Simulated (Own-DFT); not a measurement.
# Computed records: Hf36O71 (tetragonal hafnia with one neutral oxygen vacancy, atoms displaced)

All values are calculated (Own-DFT development build). A calculation, not a measurement: plane-wave PBE and HSE06 DFT by an unreviewed code, no spin, of a simulated cell at Gamma alone, so results move with cell size and shape, stress positive in tension, energies less offsets, not probed for a lower state with spin; hafnium file: forces about 75 meV/angstrom off all-electron values; oxygen file: force components 24 meV/angstrom off all-electron in a glass; k mesh not checked against a denser one; forces and stress are PBE's, HSE06 gives the energy alone, and its difference from PBE has offsets of its own; offsets are fitted by least squares, one for each functional and potential file, so energies compare only between cells with the same atoms and settings and are not formation energies; the far tail of each file's local potential was reset to the Coulomb form; each entry is a single point on an unrelaxed cell, so the pressure reflects the starting lattice, taken from the Materials Project, from which strain is counted, and rises with the displacements; printed positions are rounded, which can move forces by about a meV/angstrom; the program is a retired in-house code; no spin-orbit coupling.

Common to all runs: first functional PBE; second functional HSE06; exact exchange share 0.25; screening 0.11 1/bohr; exchange divergence Gygi-Baldereschi; potential files PseudoDojo norm-conserving, scalar-relativistic, made for PBE, standard set; wave cutoff 48 hartree; occupations fixed; k mesh 1 x 1 x 1 centred on Gamma.

(1) Hf36O71 (tetragonal hafnia with one neutral oxygen vacancy, atoms displaced)

```xyz
107
Lattice="10.7800 0.0000 0.0000 0.0000 10.7800 0.0000 0.0000 0.0000 10.4493" Properties=species:S:1:pos:R:3 Hf36O71
Hf    10.7614     0.0325    10.4064
Hf     1.8623     1.8445     2.6708
O      0.0008     1.7998     1.6216
O      1.8658     0.0459     3.6564
O      0.0442     1.7758     4.2459
O      1.7498    10.7175     1.0698
Hf    10.7092     0.0649     5.2021
Hf     1.8149     1.8002     7.7664
O     10.7636     1.8391     6.8293
O      1.7787     0.0702     8.8109
O      0.0032     1.8039     9.3770
O      1.8366    10.7753     6.1694
Hf     0.0374     3.4806    10.4330
Hf     1.7012     5.5045     2.5951
O      0.0099     5.4110     1.6486
O      1.7882     3.5321     3.6876
O      0.0447     5.4404     4.1489
O      1.7810     3.6065     1.0556
Hf    10.7654     3.6946     5.1943
Hf     1.8517     5.4328     7.8097
O     10.7778     5.3907     6.8157
O      1.8640     3.6519     8.8568
O     10.7660     5.3763     9.4737
O      1.7702     3.6299     6.2046
Hf     0.0447     7.1256    10.4062
Hf     1.8901     8.9843     2.5527
O      0.0606     8.9442     1.5106
O      1.8191     7.1478     3.6517
O      0.1337     9.0285     4.2806
O      1.7482     7.2278     0.8966
Hf     0.0501     7.1853     5.2494
Hf     1.8185     8.9355     7.8253
O      0.0369     9.0214     6.8729
O      1.7530     7.2044     8.8005
O     10.7592     9.0536     9.4068
O      1.7439     7.1635     6.2881
Hf     3.5268     0.0338    10.3773
Hf     5.3895     1.6901     2.6169
O      3.4924     1.8088     1.5826
O      5.4011    10.7763     3.5342
O      3.5740     1.8609     4.2357
O      5.3744     0.0151     1.0351
Hf     3.5299     0.0165     5.2298
Hf     5.4041     1.7742     7.7785
O      3.4738     1.8115     6.7995
O      5.3248     0.1013     8.9709
O      3.5952     1.8060     9.4068
O      5.4159    10.7023     6.1368
Hf     3.5641     3.6440    10.4102
Hf     5.4322     5.3467     2.6193
O      3.5886     5.3526     1.6598
O      5.4307     3.6780     3.7130
O      3.6444     5.3524     4.2409
O      5.3720     3.6692     0.9832
Hf     3.6373     3.5939     5.1645
Hf     5.3670     5.3863     7.8048
O      3.5853     5.3465     6.8753
O      5.2792     3.6126     8.9082
O      3.5913     5.3554     9.4831
O      5.3767     3.5983     6.3030
Hf     3.6667     7.2514     0.0213
Hf     5.4770     8.9363     2.6154
O      3.6543     9.0189     1.5767
O      5.3046     7.2772     3.6358
O      3.6638     8.9743     4.1969
O      5.3300     7.2883     1.0490
Hf     3.5557     7.1850     5.2204
Hf     5.4036     8.9320     7.8964
O      3.5338     9.0683     6.7876
O      5.4695     7.2073     8.8124
O      3.6029     9.0454     9.4106
O      5.4589     7.1309     6.2331
Hf     7.2452     0.0043    10.4352
Hf     9.0177     1.8343     2.6753
O      7.2310     1.7484     1.5469
O      8.9588    10.6764     3.5318
O      9.0037    10.7171     1.0130
Hf     7.2889    10.7639     5.2061
Hf     8.9956     1.8041     7.8239
O      7.2082     1.7777     6.8092
O      9.0152     0.1096     8.9076
O      7.1501     1.8504     9.5025
O      8.9734     0.0027     6.2553
Hf     7.2361     3.5321     0.0033
Hf     8.9459     5.3360     2.5261
O      7.0595     5.4411     1.6324
O      8.9735     3.5980     3.6062
O      7.1948     5.4155     4.2106
O      8.9100     3.6198     1.0459
Hf     7.1512     3.6186     5.2262
Hf     8.9912     5.4216     7.8616
O      7.1748     5.4404     6.7504
O      9.0578     3.6199     8.8901
O      7.2548     5.3970     9.4654
O      9.0557     3.6432     6.2339
Hf     7.1444     7.2058     0.0200
Hf     8.9868     8.9858     2.6322
O      7.2154     9.0090     1.6225
O      9.0459     7.1882     3.5863
O      7.1074     8.9914     4.1938
O      8.9609     7.2062     1.0229
Hf     7.2092     7.2089     5.2022
Hf     8.9392     8.9286     7.8254
O      7.2570     8.9469     6.8139
O      9.0193     7.2326     8.8498
O      7.2543     8.9917     9.4014
O      9.0130     7.2656     6.2494
```

```
PBE energy of cell above offsets : -97.211 eV
HSE06 less PBE above offsets     : 0.046 eV
PBE pressure                     : 2.55 GPa
PBE stress xx                    : -1.78 GPa
PBE stress yy                    : -2.79 GPa
PBE stress zz                    : -3.09 GPa
PBE stress yz                    : 0.52 GPa
PBE stress xz                    : 0.27 GPa
PBE stress xy                    : -0.14 GPa
```

Force:
```tsv
element	x (eV/Å)	y (eV/Å)	z (eV/Å)
Hf	0.425	-1.406	0.72
Hf	-1.082	-0.669	-0.495
O	-0.276	0.446	-0.286
O	0.364	-0.796	-0.563
O	-1.203	0.925	-0.653
O	0.564	0.089	-0.956
Hf	2.169	-1.283	0.855
Hf	-1.214	0.786	1.124
O	-0.096	-0.601	-0.33
O	0.388	-1.096	0.274
O	0.161	0.336	0.362
O	-2.109	0.421	0.849
Hf	0.19	1.145	0.304
Hf	2.008	-2.751	0.159
O	-1.334	0.158	-1.156
O	-0.174	2.15	-0.401
O	-0.219	-0.389	0.426
O	-0.503	0.079	-0.588
Hf	1.412	-0.849	0.475
Hf	-1.48	-1.395	0.552
O	-0.026	0.36	-0.002
O	-0.644	-0.658	-0.167
O	0.016	-0.652	-0.302
O	0.299	0.285	0.139
Hf	-2.078	2.202	-0.091
Hf	-1.318	1.629	0.341
O	-0.728	-0.176	1.692
O	0.462	1.452	0.226
O	-0.552	-0.474	-0.422
O	2.594	-0.505	1.48
Hf	-1.307	0.977	-0.554
Hf	-1.473	1.92	0.161
O	-0.618	-0.129	-0.332
O	0.347	-0.432	0.719
O	0.201	-0.937	0.228
O	1.673	0.02	-0.245
Hf	0.394	1.136	1.513
Hf	-0.409	1.023	-1.634
O	2.057	-0.216	-0.001
O	0.348	0.231	1.087
O	0.932	-1.11	-0.931
O	0.281	0.414	-0.595
Hf	0.625	-0.613	-0.949
Hf	-1.327	0.714	1.173
O	3.273	-0.217	-0.672
O	0.912	-1.548	-1.967
O	-0.426	0.278	-0.026
O	0.441	0.714	0.895
Hf	0.277	-1.514	1.126
Hf	-2.798	0.506	0.812
O	-0.346	0.88	-0.246
O	0.683	-2.199	-0.07
O	-0.32	1.276	0.369
O	0.699	-0.479	0.609
Hf	-1.366	0.395	1.091
Hf	0.817	-1.09	0.397
O	0.626	0.756	-0.694
O	0.915	-0.279	-1.563
O	0.193	3.276	-0.738
O	0.61	-0.268	-0.173
Hf	-1.701	-0.648	-0.034
Hf	-1.283	1.322	-0.143
O	-0.688	-0.638	-0.253
O	0.606	-2.46	0.268
O	-0.917	0.09	0.366
O	1.484	-0.292	-0.506
Hf	1.156	0.318	-0.784
Hf	-0.159	2.378	-1.647
O	1.653	-1.131	0.426
O	-0.648	-0.718	1.156
O	0.257	-1.631	-0.479
O	-1.793	0.627	0.243
Hf	-0.72	0.502	1.021
Hf	-0.217	-1.019	-1.261
O	-0.158	0.309	1.587
O	-0.1	2.833	2.324
O	-0.028	0.186	-0.15
Hf	-1.88	0.463	-0.275
Hf	0.799	0.703	0.271
O	-0.295	0.25	-0.317
O	-0.873	-0.914	-0.661
O	0.152	-1.131	-1.68
O	0.179	0.124	-0.018
Hf	-2.006	1.426	0.164
Hf	-0.136	1.689	0.422
O	2.693	0.472	-1.112
O	-0.187	0.18	0.629
O	0.251	-0.055	-0.284
O	1.645	0.265	0.504
Hf	0.429	0.061	0.189
Hf	-0.067	-0.427	-0.062
O	0.58	-0.584	0.999
O	-0.633	-0.531	-0.486
O	-0.215	0.171	-0.223
O	-1.965	-0.041	-0.09
Hf	1.409	-0.447	0.251
Hf	1.653	-2.147	-2.456
O	0.061	-0.321	-0.848
O	-0.411	-0.253	0.533
O	0.69	-0.083	0.164
O	-0.313	-0.739	-0.697
Hf	0.22	-0.329	0.229
Hf	2.369	1.03	0.635
O	-1.982	0.194	-0.135
O	-0.135	-1.051	0.076
O	-0.723	0.071	0.03
O	0.02	-0.32	-0.246
```

(2) Hf36O71 (tetragonal hafnia with one neutral oxygen vacancy, atoms displaced)

```xyz
107
Lattice="10.7800 0.0000 0.0000 0.0000 10.7800 0.0000 0.0000 0.0000 10.4493" Properties=species:S:1:pos:R:3 Hf36O71
Hf     0.1348     0.0295    10.3955
Hf     1.9103     1.7877     2.4753
O      0.0574     1.6885     1.7204
O      1.7943    10.7602     3.6424
O     10.7782     1.8334     4.1997
O      1.8969    10.6269     0.9632
Hf     0.0241    10.7750     5.3015
Hf     1.7536     1.8937     7.9251
O      0.1191     1.8228     6.8690
O      1.7657    10.7375     8.8741
O      0.1533     1.7980     9.3999
O      1.6288     0.0001     6.1431
Hf    10.7442     3.4606    10.4411
Hf     1.8463     5.3010     2.5899
O     10.7150     5.3623     1.5257
O      1.7351     3.4848     3.7769
O      0.0101     5.2594     4.2028
Hf     0.0820     3.6496     5.3041
Hf     1.7817     5.3500     7.8035
O     10.7512     5.3199     6.8801
O      1.8536     3.4717     8.8671
O      0.0345     5.3513     9.4608
O      1.7799     3.5739     6.1892
Hf    10.7006     7.2817     0.0918
Hf     1.7521     8.8572     2.5971
O      0.0937     8.9970     1.5374
O      1.8722     7.1156     3.5926
O     10.7676     8.9959     4.1773
O      1.7448     7.1789     1.0167
Hf    10.7240     7.1390     5.1935
Hf     1.7620     9.0451     7.6896
O      0.0010     9.0266     6.7836
O      1.6565     7.2569     8.8834
O      0.1231     8.9099     9.4381
O      1.8837     7.1989     6.3018
Hf     3.6231     0.1398    10.3759
Hf     5.4747     1.8772     2.5752
O      3.6862     1.5918     1.5815
O      5.3866     0.1467     3.5609
O      3.6355     1.8778     4.0565
O      5.3994    10.6542     1.1888
Hf     3.6603     0.0082     5.2102
Hf     5.5290     1.8498     7.8891
O      3.4772     1.7328     6.6412
O      5.4780     0.2140     8.8409
O      3.7592     1.7941     9.4775
O      5.3649    10.7773     6.1206
Hf     3.6016     3.4821    10.2940
Hf     5.2637     5.4120     2.5406
O      3.7228     5.2717     1.4675
O      5.3809     3.6783     3.5964
O      3.6874     5.4005     4.1391
O      5.3687     3.4624     1.1269
Hf     3.4618     3.7083     5.3364
Hf     5.2449     5.4601     7.7323
O      3.6527     5.2854     6.8544
O      5.4341     3.6500     8.9337
O      3.5927     5.3101     9.4687
O      5.2578     3.6129     6.3055
Hf     3.5219     7.2463    10.3487
Hf     5.5072     9.0517     2.6078
O      3.4614     8.9578     1.7878
O      5.3657     7.2109     3.6764
O      3.6626     9.0899     4.2335
O      5.4451     7.2710     0.9585
Hf     3.5611     7.1131     5.2164
Hf     5.4017     9.0839     7.9060
O      3.6339     9.0316     6.8136
O      5.3643     7.2203     8.7177
O      3.7342     8.9499     9.4230
O      5.3651     7.0077     6.2504
Hf     7.1493     0.0043    10.3632
Hf     9.0333     1.8179     2.5012
O      7.1638     1.7020     1.6368
O      8.8534    10.6624     3.5228
O      7.1186     1.7744     4.1099
O      8.9727    10.7705     1.0229
Hf     7.1899    10.7073     5.1277
Hf     9.0030     1.8276     7.7709
O      7.3663     1.7974     6.9008
O      9.1428     0.0920     8.8099
O      7.2366     1.8201     9.4484
O      9.0185     0.0428     6.2928
Hf     7.1562     3.5606     0.0197
Hf     9.0279     5.3994     2.6690
O      7.2880     5.3738     1.5793
O      9.0066     3.5827     3.5435
O      7.0598     5.4905     4.1050
O      9.1652     3.4448     1.1926
Hf     7.2520     3.6818     5.3091
Hf     8.8516     5.4307     7.9670
O      7.0048     5.3312     6.9555
O      8.8983     3.5608     8.7806
O      7.2751     5.5159     9.4782
O      8.9622     3.8265     6.2596
Hf     7.1735     7.2460    10.4462
Hf     9.0380     9.2286     2.4932
O      7.2616     9.0695     1.5929
O      9.0585     7.2140     3.6908
O      7.1180     8.8974     4.1931
O      8.8838     7.0665     0.9752
Hf     7.1739     7.1657     5.2556
Hf     8.9996     8.9621     7.7534
O      7.0248     8.9084     6.8566
O      9.0255     7.0147     8.8977
O      7.1152     9.0371     9.4652
O      9.0385     7.2121     6.1404
```

```
PBE energy of cell above offsets : -86.453 eV
HSE06 less PBE above offsets     : 0.599 eV
PBE pressure                     : 6.02 GPa
PBE stress xx                    : -7.44 GPa
PBE stress yy                    : -4.9 GPa
PBE stress zz                    : -5.73 GPa
PBE stress yz                    : -1.36 GPa
PBE stress xz                    : -0.27 GPa
PBE stress xy                    : -0.22 GPa
```

Force:
```tsv
element	x (eV/Å)	y (eV/Å)	z (eV/Å)
Hf	-0.493	-1.788	0.732
Hf	0.712	-1.475	3.946
O	0.796	-0.488	-2.756
O	-0.251	0.314	-1.304
O	-1.327	-0.816	1.396
O	-0.715	1.552	-0.753
Hf	-1.298	0.973	-4.504
Hf	1.27	-4.73	-3.485
O	-2.142	0.754	-0.456
O	0.931	1.074	-0.473
O	-0.645	-0.166	0.545
O	4.567	-1.089	2.819
Hf	0.804	3.367	0.967
Hf	-0.831	-0.083	-0.415
O	2.05	-0.146	1.268
O	0.82	2.004	-2.328
O	0.408	2.668	-0.175
Hf	-2.864	-2.436	-2.202
Hf	-1.714	2.082	2.144
O	1.093	0.7	-0.274
O	0.783	3.944	1.299
O	0.377	-1.28	-0.001
O	-0.176	1.086	3.749
Hf	0.739	-2.524	-0.721
Hf	0.905	2.339	1.845
O	-2.353	0.046	-0.936
O	-0.353	-1.101	0.986
O	0.16	-0.678	0.718
O	0.943	-0.801	0.077
Hf	0.95	0.597	-1.943
Hf	1.052	-0.936	1.413
O	-1.301	-0.923	0.055
O	1.958	-1.286	-1.199
O	-1.792	2.265	-0.771
O	-1.427	-0.722	-0.165
Hf	0.072	-4.252	3.654
Hf	-1.737	1.029	2.713
O	-1.046	0.558	-2.022
O	0.598	-2.957	1.491
O	-0.457	0.097	1.233
O	0.066	0.252	-3.94
Hf	-2.433	2.059	-2.419
Hf	-0.866	3.044	-2.895
O	0.477	0.454	2.667
O	-0.173	-3.448	1.06
O	-0.415	-0.08	-3.303
O	2.928	0.343	1.989
Hf	0.589	3.74	3.823
Hf	4.37	0.106	2.362
O	-4.225	0.162	-0.315
O	0.558	-0.14	0.22
O	-1.57	-0.349	0.384
O	0.556	0.413	-2.617
Hf	3.986	-3.619	-3.996
Hf	3.221	-0.048	3.696
O	-5.894	0.235	-2.47
O	0.511	-0.826	-0.029
O	-0.635	1.303	-1.384
O	2.057	-1.03	-0.027
Hf	0.081	-0.74	1.53
Hf	-2.488	-0.307	0.801
O	3.245	-0.996	-1.972
O	-0.495	0.086	-0.95
O	-0.129	-2.559	0.86
O	-1.551	-0.062	0.169
Hf	2.177	2.891	-1.83
Hf	-2.233	-0.725	-0.18
O	-0.315	0.274	0.536
O	-0.066	0.15	1.037
O	-0.08	2.181	0.143
O	-0.733	0.536	-0.848
Hf	0.234	0.485	3.436
Hf	-0.858	0.231	2.741
O	2.082	0.392	-2.468
O	-0.461	4.877	3.644
O	1.134	0.623	2.445
O	1.084	0.41	-1.637
Hf	-0.684	1.484	-0.871
Hf	2.876	-0.507	1.268
O	-4.163	0.459	-2.049
O	-0.598	-1.833	0.237
O	-0.215	-0.157	-0.298
O	-1.527	-1.079	-0.452
Hf	-0.142	2.227	1.225
Hf	-1.117	0.654	-0.545
O	-1.535	-1.192	-0.175
O	-1.102	0.145	1.754
O	1.697	-1.135	2.463
O	-2.004	-0.199	-2.8
Hf	-2.258	-0.101	-2.695
Hf	0.316	-3.353	-1.765
O	3.471	-0.094	-1.904
O	0.395	0.22	1.737
O	-0.477	-2.405	0.057
O	0.339	-1.032	-0.412
Hf	-0.106	-1.16	0.894
Hf	0.832	-5.976	-1.282
O	-0.182	-0.475	-0.61
O	0.408	-0.431	-0.637
O	0.008	1.088	0.452
O	1.503	1.365	0.521
Hf	-1.483	-0.557	-1.887
Hf	0.128	0.607	0.854
O	3.414	0.097	-0.692
O	0.481	6.136	0.089
O	0.576	-0.121	-1.584
O	-1.659	0.232	2.668
```
